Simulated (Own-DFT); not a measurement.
SiGe3 (layered order of Si and Ge on the diamond lattice, atoms displaced) (calculated)

A calculation, not a measurement: plane-wave density functional theory by an unreviewed code, no spin, of a simulated periodic cell, stress positive in tension, run twice, with PBE and with PBEsol, both on files made for PBE, so the change isn't that of files made for PBEsol, forces on such cells moved up to 12 meV/angstrom on a denser k mesh; the far tail of each file's local potential was reset to the Coulomb form; each entry is a single point on an unrelaxed cell, so the pressure reflects the starting lattice, mostly measured values (interpolated for alloys), from which strain is counted, and rises with the displacements; printed positions are rounded, which can move forces by about a meV/angstrom; the program, named Own-DFT, is a retired in-house code; no spin-orbit coupling; stress was not checked against mesh or cutoff. Program: Own-DFT development build.

Settings shared by all entries: functional PBE, then PBEsol; potential files PseudoDojo norm-conserving, scalar-relativistic, standard set; wave cutoff 42 hartree; occupations Fermi-Dirac; smearing width 0.1 eV; k mesh 3 x 3 x 3 centred on Gamma.

(1) SiGe3 (layered order of Si and Ge on the diamond lattice, atoms displaced)

```
SiGe3
1.0
     11.2025     0.0000     0.0000
      0.0000    11.2025     0.0000
      0.0000     0.0000    11.2025
Ge Si Ge Si Ge Si Ge Si Ge Si Ge Si Ge Si Ge Si Ge
9 2 2 2 10 2 2 2 10 2 2 2 10 2 2 2 1
Direct
  0.99841 0.99425 0.99489
  0.99376 0.24296 0.24924
  0.24719 0.00804 0.24944
  0.25177 0.24028 0.00837
  0.12034 0.12728 0.13526
  0.13346 0.37892 0.36765
  0.36802 0.12618 0.37095
  0.37568 0.36860 0.11603
  0.00524 0.99650 0.49291
  0.99734 0.25152 0.73727
  0.25027 0.99928 0.75182
  0.25224 0.24408 0.49740
  0.13207 0.12523 0.62689
  0.11538 0.36389 0.87655
  0.35802 0.11858 0.86688
  0.37871 0.37804 0.63852
  0.00257 0.49577 0.00214
  0.99881 0.74898 0.24982
  0.25068 0.49392 0.25440
  0.23892 0.74349 0.99544
  0.12745 0.63206 0.13238
  0.12392 0.87486 0.37867
  0.37507 0.62560 0.38563
  0.36944 0.87104 0.12004
  0.00229 0.50718 0.49050
  0.00083 0.75962 0.74823
  0.25008 0.49925 0.75465
  0.25544 0.74643 0.49360
  0.12380 0.62172 0.62533
  0.11420 0.86975 0.86347
  0.36964 0.62044 0.87676
  0.38045 0.88212 0.62998
  0.49788 0.99174 0.99854
  0.51269 0.24952 0.25296
  0.74120 0.99929 0.24939
  0.74973 0.24839 0.00181
  0.62819 0.11901 0.12384
  0.62136 0.37822 0.38336
  0.88198 0.12594 0.37647
  0.87025 0.38025 0.11185
  0.51001 0.00082 0.50707
  0.50047 0.25751 0.75152
  0.75123 0.00244 0.75071
  0.75446 0.25631 0.50327
  0.61466 0.11852 0.63809
  0.62844 0.37528 0.87325
  0.87785 0.12659 0.88041
  0.86320 0.38449 0.61924
  0.50130 0.50392 0.00411
  0.50380 0.75810 0.25246
  0.74582 0.49950 0.24665
  0.74373 0.74862 0.00482
  0.61796 0.61822 0.11694
  0.62171 0.87039 0.36918
  0.87258 0.62396 0.38075
  0.86909 0.86790 0.12253
  0.49948 0.49082 0.49230
  0.49868 0.74853 0.75581
  0.74961 0.49470 0.74841
  0.75089 0.75737 0.49917
  0.63275 0.63118 0.62814
  0.62590 0.87484 0.87730
  0.87522 0.61928 0.86990
  0.88417 0.86403 0.62996
```

| Item | Value |
| --- | --- |
| PBE pressure | 4.22 GPa |
| PBE stress xx | -4.28 GPa |
| PBE stress yy | -4.17 GPa |
| PBE stress zz | -4.19 GPa |
| PBE stress yz | -0.79 GPa |
| PBE stress xz | -0.24 GPa |
| PBE stress xy | 0.07 GPa |
| PBEsol pressure | 1.5 GPa |
| PBEsol stress xx | -1.57 GPa |
| PBEsol stress yy | -1.47 GPa |
| PBEsol stress zz | -1.48 GPa |
| PBEsol stress yz | -0.78 GPa |
| PBEsol stress xz | -0.26 GPa |
| PBEsol stress xy | 0.04 GPa |
| rms change of force components from PBE to PBEsol | 0.052 eV/Å |

Force:
```tsv
force element	PBE force x (eV/Å)	PBE force y (eV/Å)	PBE force z (eV/Å)	PBEsol force x (eV/Å)	PBEsol force y (eV/Å)	PBEsol force z (eV/Å)
Ge	0.188	0.239	0.396	0.171	0.227	0.448
Ge	0.047	2.396	-0.316	0.066	2.295	-0.307
Ge	0.058	-1.819	-0.05	0.047	-1.744	-0.041
Ge	-1.097	0.016	-1.661	-1.068	0.028	-1.536
Ge	-0.148	-0.845	-1.565	-0.126	-0.812	-1.494
Ge	-1.93	-1.846	1.382	-1.86	-1.779	1.334
Ge	2.182	-0.211	0.369	2.096	-0.195	0.355
Ge	0.78	0.476	1.471	0.752	0.46	1.437
Ge	-0.522	0.504	1.951	-0.491	0.482	1.874
Si	-0.498	-0.043	1.09	-0.498	-0.049	0.984
Si	-1.155	-1.081	-0.439	-1.154	-1.094	-0.536
Ge	0.049	1.564	0.85	0.044	1.497	0.808
Ge	-0.867	-0.403	-0.13	-0.833	-0.383	-0.205
Si	1.095	0.258	-0.466	1.077	0.258	-0.378
Si	2.323	1.1	1.227	2.304	1.122	1.29
Ge	-0.634	-0.094	-1.45	-0.606	-0.085	-1.486
Ge	0.571	1.224	-0.969	0.528	1.177	-0.872
Ge	-0.547	0.401	0.627	-0.521	0.384	0.606
Ge	1.66	1.621	-1.658	1.59	1.568	-1.594
Ge	0.6	0.753	-0.866	0.579	0.723	-0.757
Ge	-0.321	-1.674	-0.114	-0.318	-1.615	-0.11
Ge	0.965	-0.586	-1.344	0.925	-0.56	-1.301
Ge	1.079	-0.772	-2.11	1.037	-0.751	-2.035
Ge	-0.35	0.254	0.507	-0.322	0.262	0.497
Ge	0.268	-1.302	0.919	0.251	-1.241	0.886
Si	-0.021	-3.417	0.521	-0.061	-3.384	0.405
Si	-0.909	-0.427	0.599	-0.902	-0.434	0.508
Ge	-1.048	1.288	2.089	-1.019	1.235	2.008
Ge	0.467	0.728	0.474	0.445	0.708	0.383
Si	1.746	1.258	1.185	1.739	1.268	1.266
Si	0.517	0.403	-0.357	0.516	0.404	-0.264
Ge	-0.33	-1.076	-0.021	-0.3	-1.033	-0.087
Ge	-0.373	0.977	-0.82	-0.368	0.941	-0.726
Ge	-1.289	-0.184	-0.465	-1.257	-0.179	-0.45
Ge	1.75	-0.227	0.448	1.684	-0.23	0.417
Ge	-0.276	-0.191	-1.046	-0.259	-0.174	-0.941
Ge	-0.969	0.485	-0.553	-0.932	0.472	-0.511
Ge	1.803	-1.124	-1.602	1.737	-1.091	-1.557
Ge	-1.663	-0.636	0.335	-1.596	-0.61	0.314
Ge	0.057	-0.712	1.852	0.049	-0.694	1.794
Ge	-1.435	-0.269	-1.653	-1.397	-0.268	-1.581
Si	-0.356	-1.178	1.289	-0.366	-1.165	1.188
Si	0.53	-0.664	0.918	0.517	-0.649	0.828
Ge	-1.267	-1.77	-0.244	-1.217	-1.677	-0.241
Ge	1.663	1.583	-0.033	1.592	1.51	-0.107
Si	-0.368	-0.028	0.242	-0.357	-0.029	0.328
Si	-0.152	0.119	-1.517	-0.143	0.121	-1.407
Ge	2.271	-0.009	0.421	2.199	-0.039	0.327
Ge	-1.372	-1.586	-2.311	-1.318	-1.532	-2.167
Ge	-1.76	-2.191	-1.291	-1.699	-2.117	-1.246
Ge	0.142	0.008	0.377	0.133	0.009	0.36
Ge	0.3	-0.749	-1.701	0.295	-0.729	-1.576
Ge	1.066	1.721	2.184	1.041	1.667	2.116
Ge	0.931	1.42	1.627	0.906	1.381	1.569
Ge	-0.592	0.64	-1.37	-0.56	0.624	-1.325
Ge	0.464	0.851	0.573	0.442	0.815	0.559
Ge	-0.725	1.882	2.687	-0.703	1.82	2.59
Si	0.02	0.053	0.287	0.019	0.055	0.208
Si	-0.279	1.1	0.854	-0.267	1.079	0.744
Ge	0.154	-0.448	0.151	0.158	-0.457	0.148
Ge	-1.117	-0.784	-0.037	-1.07	-0.748	-0.1
Si	0.145	-0.176	-0.794	0.142	-0.17	-0.699
Si	0.064	0.61	0.246	0.072	0.602	0.309
Ge	-1.579	2.587	-1.195	-1.565	2.528	-1.251
```

(2) SiGe3 (layered order of Si and Ge on the diamond lattice, atoms displaced)

```
SiGe3
1.0
     11.2025     0.0000     0.0000
      0.0000    11.2025     0.0000
      0.0000     0.0000    11.2025
Ge Si Ge Si Ge Si Ge Si Ge Si Ge Si Ge Si Ge Si Ge
9 2 2 2 10 2 2 2 10 2 2 2 10 2 2 2 1
Direct
  0.00196 0.00285 0.99374
  0.99519 0.25016 0.24644
  0.25137 0.00187 0.24688
  0.24730 0.25002 0.99173
  0.11722 0.12647 0.12122
  0.13146 0.37256 0.36120
  0.37562 0.11901 0.37236
  0.37543 0.37330 0.12937
  0.00312 0.99893 0.49203
  0.00736 0.25133 0.74561
  0.24643 0.00048 0.75106
  0.24727 0.24322 0.50212
  0.13063 0.11571 0.62586
  0.12412 0.38410 0.87680
  0.37860 0.12012 0.87558
  0.37227 0.36791 0.62848
  0.99205 0.49444 0.99884
  0.99673 0.75480 0.25543
  0.24800 0.48761 0.25471
  0.24463 0.74212 0.99576
  0.12051 0.62361 0.11731
  0.13387 0.87405 0.38153
  0.38025 0.62699 0.38565
  0.37310 0.87830 0.12026
  0.00203 0.49931 0.49478
  0.01133 0.74823 0.74788
  0.24961 0.49296 0.75315
  0.25429 0.75695 0.50784
  0.12162 0.62830 0.62292
  0.12379 0.87246 0.87272
  0.37447 0.62078 0.86776
  0.36944 0.86665 0.61933
  0.51175 0.99927 0.00385
  0.49859 0.25751 0.26098
  0.75079 0.00111 0.25589
  0.75087 0.25055 0.99860
  0.62541 0.12391 0.13185
  0.62654 0.37031 0.37066
  0.88274 0.11875 0.38528
  0.87340 0.38344 0.12633
  0.49016 0.00296 0.50140
  0.50081 0.25023 0.74849
  0.74660 0.98968 0.74946
  0.74627 0.24586 0.50325
  0.61907 0.12250 0.61713
  0.62102 0.37767 0.87013
  0.87561 0.12440 0.87448
  0.87275 0.37698 0.63680
  0.50005 0.49800 0.00003
  0.50324 0.74444 0.24224
  0.74299 0.50084 0.24637
  0.75386 0.74798 0.00486
  0.61155 0.63758 0.12549
  0.63488 0.87397 0.37312
  0.87408 0.62133 0.37492
  0.88302 0.86971 0.12462
  0.49692 0.50175 0.49626
  0.50191 0.74679 0.75788
  0.75975 0.51152 0.74673
  0.74291 0.74857 0.49425
  0.62658 0.62599 0.63032
  0.61293 0.88457 0.87158
  0.86529 0.62324 0.87198
  0.88205 0.87761 0.62523
```

| Quantity | Value |
| --- | --- |
| PBE pressure | 4.09 GPa |
| PBE stress xx | -4.07 GPa |
| PBE stress yy | -4.07 GPa |
| PBE stress zz | -4.14 GPa |
| PBE stress yz | -0.04 GPa |
| PBE stress xz | -0.02 GPa |
| PBE stress xy | -0.01 GPa |
| PBEsol pressure | 1.38 GPa |
| PBEsol stress xx | -1.37 GPa |
| PBEsol stress yy | -1.36 GPa |
| PBEsol stress zz | -1.43 GPa |
| PBEsol stress yz | -0.07 GPa |
| PBEsol stress xz | -0.02 GPa |
| PBEsol stress xy | -0.02 GPa |
| rms change of force components from PBE to PBEsol | 0.051 eV/Å |

Force:
```tsv
force element	PBE force x (eV/Å)	PBE force y (eV/Å)	PBE force z (eV/Å)	PBEsol force x (eV/Å)	PBEsol force y (eV/Å)	PBEsol force z (eV/Å)
Ge	-0.41	-0.86	-0.239	-0.388	-0.833	-0.15
Ge	-0.249	-0.083	0.413	-0.221	-0.076	0.398
Ge	-0.665	-0.056	-0.272	-0.633	-0.055	-0.251
Ge	0.352	-0.028	0.316	0.337	-0.03	0.377
Ge	0.921	0.097	0.052	0.886	0.093	0.048
Ge	-1.91	-1.677	2.577	-1.846	-1.619	2.486
Ge	-0.453	1.074	0.07	-0.439	1.042	0.08
Ge	-0.12	-0.311	-0.867	-0.116	-0.293	-0.817
Ge	0.956	-0.781	1.78	0.927	-0.757	1.726
Si	-0.223	-0.323	1.075	-0.215	-0.322	0.986
Si	1.086	-1.029	0.745	1.059	-1.003	0.648
Ge	0.277	0.337	-0.713	0.28	0.315	-0.692
Ge	-1.081	0.743	0.042	-1.053	0.738	-0.049
Si	-0.222	-1.129	-0.619	-0.241	-1.113	-0.512
Si	0.02	0.325	-0.457	0.027	0.318	-0.375
Ge	0.107	0.493	-0.227	0.094	0.471	-0.292
Ge	0.334	1.194	-1.025	0.315	1.159	-0.911
Ge	1.17	-0.956	0.127	1.119	-0.925	0.112
Ge	1.579	3.235	-1.527	1.526	3.099	-1.481
Ge	0.924	0.779	-0.686	0.883	0.748	-0.6
Ge	-0.248	-0.476	1.488	-0.242	-0.459	1.432
Ge	-0.346	0.057	-1.215	-0.347	0.066	-1.169
Ge	-1.279	0.476	-1.774	-1.224	0.45	-1.71
Ge	0.102	-0.902	-0.152	0.11	-0.872	-0.135
Ge	0.004	-0.751	0.29	-0.002	-0.705	0.275
Si	-1.79	0.33	0.93	-1.761	0.301	0.83
Si	-0.106	0.978	-0.528	-0.092	0.956	-0.608
Ge	-1.466	-2.392	-1.52	-1.415	-2.303	-1.473
Ge	1.035	-1.107	0.224	1.017	-1.077	0.144
Si	0.372	0.277	-0.176	0.369	0.279	-0.082
Si	-0.13	-0.161	0.453	-0.132	-0.162	0.525
Ge	2.033	2.05	3.132	1.952	1.986	2.956
Ge	-1.602	0.657	-0.102	-1.569	0.652	-0.013
Ge	-0.549	-1.603	-1.375	-0.529	-1.552	-1.329
Ge	1.145	-0.056	-0.803	1.098	-0.063	-0.764
Ge	-0.252	0.137	-0.296	-0.243	0.137	-0.218
Ge	0.236	1.076	0.182	0.234	1.031	0.176
Ge	0.68	1.068	1.309	0.643	1.03	1.254
Ge	-1.384	1.672	-1.479	-1.342	1.609	-1.441
Ge	-0.724	-1.261	0.076	-0.698	-1.221	0.069
Ge	0.88	-1.543	-0.441	0.85	-1.479	-0.434
Si	-0.01	-0.507	0.574	-0.021	-0.504	0.48
Si	0.232	1.325	0.016	0.25	1.304	-0.065
Ge	0.882	0.592	-0.061	0.84	0.559	-0.066
Ge	0.346	-0.232	1.776	0.332	-0.224	1.647
Si	0.959	0.04	-0.288	0.951	0.059	-0.211
Si	-0.29	0.177	-1.065	-0.283	0.176	-0.975
Ge	0.594	-0.424	-1.165	0.581	-0.416	-1.198
Ge	-0.335	0.298	-0.457	-0.333	0.299	-0.369
Ge	-2.316	2.701	2.79	-2.228	2.609	2.696
Ge	-0.132	0.833	-0.029	-0.116	0.799	-0.02
Ge	-0.989	0.598	-1.13	-0.968	0.586	-1.02
Ge	2.612	-2.848	-2.119	2.533	-2.762	-2.04
Ge	-2.234	0.368	-0.085	-2.142	0.348	-0.087
Ge	-0.474	0.191	-0.183	-0.461	0.193	-0.18
Ge	-0.686	1.46	-0.161	-0.666	1.403	-0.143
Ge	1.08	-1.252	1.527	1.037	-1.2	1.468
Si	-0.578	0.366	-0.54	-0.558	0.35	-0.613
Si	-1.797	-1.286	0.518	-1.791	-1.295	0.403
Ge	1.455	-0.304	1.335	1.406	-0.295	1.276
Ge	-0.4	0.012	-0.302	-0.384	0.022	-0.372
Si	1.733	-1.688	-0.194	1.68	-1.636	-0.101
Si	1.882	0.962	0.416	1.873	0.979	0.511
Ge	-0.539	-0.951	0.039	-0.514	-0.915	-0.034
```
